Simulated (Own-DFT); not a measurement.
# Bulk modulus against bond length in tetrahedral crystals

Calculated, not measured: single-point runs of Own-DFT, a retired in-house plane-wave DFT program that no person has reviewed, on unrelaxed cells, without spin or spin-orbit coupling.

Keep in mind (not all hold for every row): forces on such cells moved up to 12 meV/angstrom on a denser k mesh; forces not confirmed at this smearing and k mesh; k mesh not checked against a denser one; forces on such cells passed a denser k mesh, each cell not checked; stress not checked against mesh or cutoff.

All runs are PBE with PseudoDojo norm-conserving files; cutoff and k mesh are each material's own. Every cell starts from measured lattice constants and was given uniform random strains and small random moves of its atoms. Each triple is the change of volume in per cent, the rms move u in Å and the pressure in GPa.

- 3C SiC (C48Si48), 10.36 Å³/atom unstrained: (-2.24, 0.050, 10.77); (-1.15, 0.051, 9.00); (-0.59, 0.046, 7.26); (-0.29, 0.050, 5.98); (-0.01, 0.053, 6.30); (1.63, 0.051, 2.07); (2.55, 0.049, -0.48)
- wurtzite AlN (Al36N36), 10.45 Å³/atom unstrained: withheld
- wurtzite GaN (Ga36N36), 11.42 Å³/atom unstrained: (-1.54, 0.051, 11.14); (0.46, 0.050, 6.94); (0.93, 0.047, 5.81); (1.04, 0.045, 5.49); (1.24, 0.050, 5.32); (1.63, 0.049, 4.42); (3.24, 0.053, 2.03)
- diamond silicon (Si64), 20.02 Å³/atom unstrained: (-1.42, 0.047, 3.93); (-0.71, 0.050, 3.25); (-0.09, 0.049, 2.55); (0.02, 0.048, 2.49); (1.45, 0.048, 1.45); (1.46, 0.054, 1.52); (3.41, 0.048, -0.56)
- zincblende GaAs (As32Ga32), 22.58 Å³/atom unstrained: (-3.85, 0.048, 7.39); (-3.83, 0.054, 7.57); (-2.77, 0.055, 6.59); (-1.06, 0.050, 4.94); (-0.52, 0.050, 4.50); (1.21, 0.048, 3.18); (3.94, 0.054, 1.33)
- grey tin (Sn64), 34.15 Å³/atom unstrained: (-2.85, 0.053, 5.41); (-2.77, 0.045, 5.17); (-1.86, 0.045, 4.63); (-1.83, 0.048, 4.73); (-0.30, 0.051, 3.86); (0.06, 0.053, 3.88); (1.71, 0.046, 2.78)

## Analysis

Fit a line to each set against the fractional change of volume; B is minus its slope, and u is nearly the same within a set. To take it to zero pressure, assume that B rises by 4 GPa for each GPa: B0 = B - 4 x (mean pressure). The bond length of an ideal tetrahedral crystal with the unstrained volume v is d = (√3/4)(8 v)^(1/3). Cohen's empirical rule reads B0 = (1971 - 220 L) d^(-3.5) GPa, with L = 0 for group IV crystals and SiC and 1 for III-V compounds.

```
material,L,d (Å),B (GPa),mean P (GPa),B0 (GPa),rule (GPa)
3C SiC (C48Si48),0,1.888,237 ± 10,5.8,214 ± 10,213
wurtzite AlN (Al36N36),1,1.893,?,?,?,188
wurtzite GaN (Ga36N36),1,1.950,193 ± 10,5.9,170 ± 10,169
diamond silicon (Si64),0,2.352,90 ± 4,2.1,81 ± 4,99
zincblende GaAs (As32Ga32),1,2.448,81 ± 3,5.1,60 ± 3,76
grey tin (Sn64),0,2.810,54 ± 3,4.4,37 ± 3,53
```

A line through ln[B0/(1971 - 220 L)] against ln d has a slope of -4.5 ± 0.04 and a scatter of 1 %. Against the rule, B0 stands at 100 % for 3C SiC, 101 % for wurtzite GaN, 82 % for diamond silicon, 79 % for zincblende GaAs, 69 % for grey tin. PBE tends to make silicon and heavier crystals too soft, and the rule itself is only a guide.

## Check

Q: what B0 does the fitted trend give for wurtzite AlN (Al36N36)?

The line gives 191 GPa. Its own runs give B = 216 ± 5 GPa at a mean pressure of 6.1 GPa, so B0 = 192 GPa.
